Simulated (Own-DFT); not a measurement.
# How strain changes the stress of wurtzite AlN, 128 atoms (Al64N64)

All numbers below are calculated, not measured. They come from Own-DFT, an in-house plane-wave density functional program, since retired, whose code no person has reviewed. Each row is one single-point run on a periodic cell that was not relaxed, without spin or spin-orbit coupling.

Settings of every run: PBE; PseudoDojo norm-conserving scalar-relativistic files; cutoff 42 hartree; 3 x 3 x 3 k mesh centred on Gamma; Gaussian smearing of 0.01 eV.

Known limits: k mesh not checked against a denser one; stress not checked against mesh or cutoff.

Unstrained cell vectors in Å: (12.448, 0.000, 0.000); (-6.224, 10.780, 0.000); (0.000, 0.000, 9.964). The unstrained cell has measured lattice constants (interpolated for alloys), not those of this functional. That, the random moves and any unrelaxed bonds set the pressure at no strain. Each run strains this cell uniformly, with the atoms carried along. Every atom was also moved at random, by a Gaussian of width 0.05 Å on each axis. Strain is the symmetric tensor, in per cent. Stress is positive in tension, and the pressure is minus a third of its trace.

| run | e_xx (%) | e_yy (%) | e_zz (%) | e_yz (%) | e_xz (%) | e_xy (%) | s_xx (GPa) | s_yy (GPa) | s_zz (GPa) | s_yz (GPa) | s_xz (GPa) | s_xy (GPa) | P (GPa) | E (meV/atom) |
|---|---|---|---|---|---|---|---|---|---|---|---|---|---|---|
| 1 | -1.99 | -0.16 | -0.08 | -1.80 | -0.03 | 0.55 | -16.57 | -9.47 | -5.87 | -4.71 | -0.46 | 0.78 | 10.64 | 22.7 |
| 2 | 0.85 | -0.86 | -1.35 | -0.08 | -1.66 | -0.52 | -4.84 | -10.34 | -11.05 | -0.31 | -4.15 | -2.18 | 8.74 | 26.0 |
| 3 | -0.77 | -0.50 | -0.26 | 0.10 | 0.10 | 1.30 | -8.93 | -10.70 | -8.06 | 0.04 | -0.54 | 4.94 | 9.23 | 17.6 |
| 4 | 0.37 | 1.52 | 0.77 | 0.05 | -0.17 | 1.51 | -2.88 | 0.61 | 0.81 | 0.22 | -0.27 | 5.12 | 0.49 | 9.9 |
| 5 | 0.14 | -1.96 | 0.11 | 1.02 | -0.62 | 0.30 | -6.87 | -15.65 | -5.18 | 2.25 | -2.03 | 0.18 | 9.23 | 14.3 |
| 6 | 1.82 | 1.24 | 1.29 | -1.95 | -1.43 | 1.26 | 4.47 | 0.34 | 2.20 | -5.25 | -3.91 | 2.68 | -2.34 | 20.7 |
| 7 | 1.71 | -1.81 | -0.92 | -1.68 | -1.27 | 0.59 | -1.13 | -11.41 | -12.45 | -4.24 | -3.55 | 1.88 | 8.33 | 32.6 |
| 8 | -0.77 | -0.84 | 0.93 | 1.67 | -1.51 | -1.51 | -10.98 | -9.79 | -2.87 | 3.17 | -4.65 | -6.00 | 7.88 | 33.9 |
| 9 | -1.08 | 1.34 | 1.61 | -0.35 | -0.37 | 1.37 | -8.09 | -0.20 | 2.36 | -1.49 | -0.94 | 4.06 | 1.98 | 6.7 |
| 10 | -0.87 | -1.93 | -1.63 | -1.19 | 0.11 | 1.77 | -11.74 | -18.71 | -17.81 | -3.11 | -0.10 | 5.71 | 16.09 | 48.0 |
| 11 | 1.62 | 1.94 | 1.18 | 0.29 | -1.49 | 1.55 | 4.29 | 4.88 | 1.60 | 0.71 | -3.27 | 4.88 | -3.59 | 4.2 |
| 12 | 1.49 | -1.49 | -1.97 | 0.44 | -1.91 | -0.71 | -1.92 | -12.91 | -14.78 | 1.44 | -5.63 | -2.53 | 9.87 | 23.4 |
| 13 | 1.27 | 0.62 | -0.97 | 1.08 | 0.87 | 0.23 | -0.89 | -1.63 | -9.68 | 2.58 | 2.90 | -1.34 | 4.07 | 20.2 |
| 14 | 0.49 | 1.15 | 1.91 | -1.93 | 0.10 | -0.60 | 0.04 | 0.75 | 3.86 | -4.32 | 0.55 | -1.19 | -1.55 | 0.0 |
| 15 | 0.67 | 1.44 | -0.19 | 1.18 | -1.96 | -1.46 | -1.74 | 0.19 | -4.08 | 3.27 | -4.93 | -5.36 | 1.87 | 21.6 |
| 16 | 0.19 | -1.20 | 0.75 | -1.93 | 0.53 | 0.31 | ? | ? | ? | ? | ? | ? | ? | ? |

E is the free energy for each atom above the lowest run shown.

## Worked fit

Each stress component was fitted by least squares to a constant and the strains of the runs shown, as fractions, with shears doubled. Shear strains stay in the fit of a normal stress only where such slopes are resolved. The slopes, in GPa:

| stress | at no strain | per e_xx | per e_yy | per e_zz | scatter |
|---|---|---|---|---|---|
| s_xx | -6.0 | 458 ± 23 | 90 ± 26 | 85 ± 30 | 0.96 |
| s_yy | -6.6 | 128 ± 25 | 439 ± 29 | 73 ± 33 | 1.05 |
| s_zz | -5.6 | 34 ± 31 | 108 ± 36 | 456 ± 41 | 1.31 |

Each shear stress against twice its own strain: yz 119 ± 4, xz 139 ± 6, xy 167 ± 14 GPa. These are stiffnesses along x, y and z of the frame in which the cell vectors are given, which need not be the crystal's axes. The atoms are held to the strained lattice; where symmetry lets them move under strain, relaxing them would lower some slopes. The table should be nearly symmetric about its diagonal, and what it lacks of that shows the noise. A ninth of its sum, 208 ± 3 GPa, estimates the bulk modulus near the mean pressure of these runs, 5.4 GPa, so it lies above the value at zero pressure.

## Withheld run

Question: what normal stresses and pressure should run 16 give?

The fit gives s_xx = -5.6, s_yy = -11.1, s_zz = -3.4 and P = 6.7 GPa. The calculation gave -6.48, -9.86, -3.21 and P = 6.52 GPa.
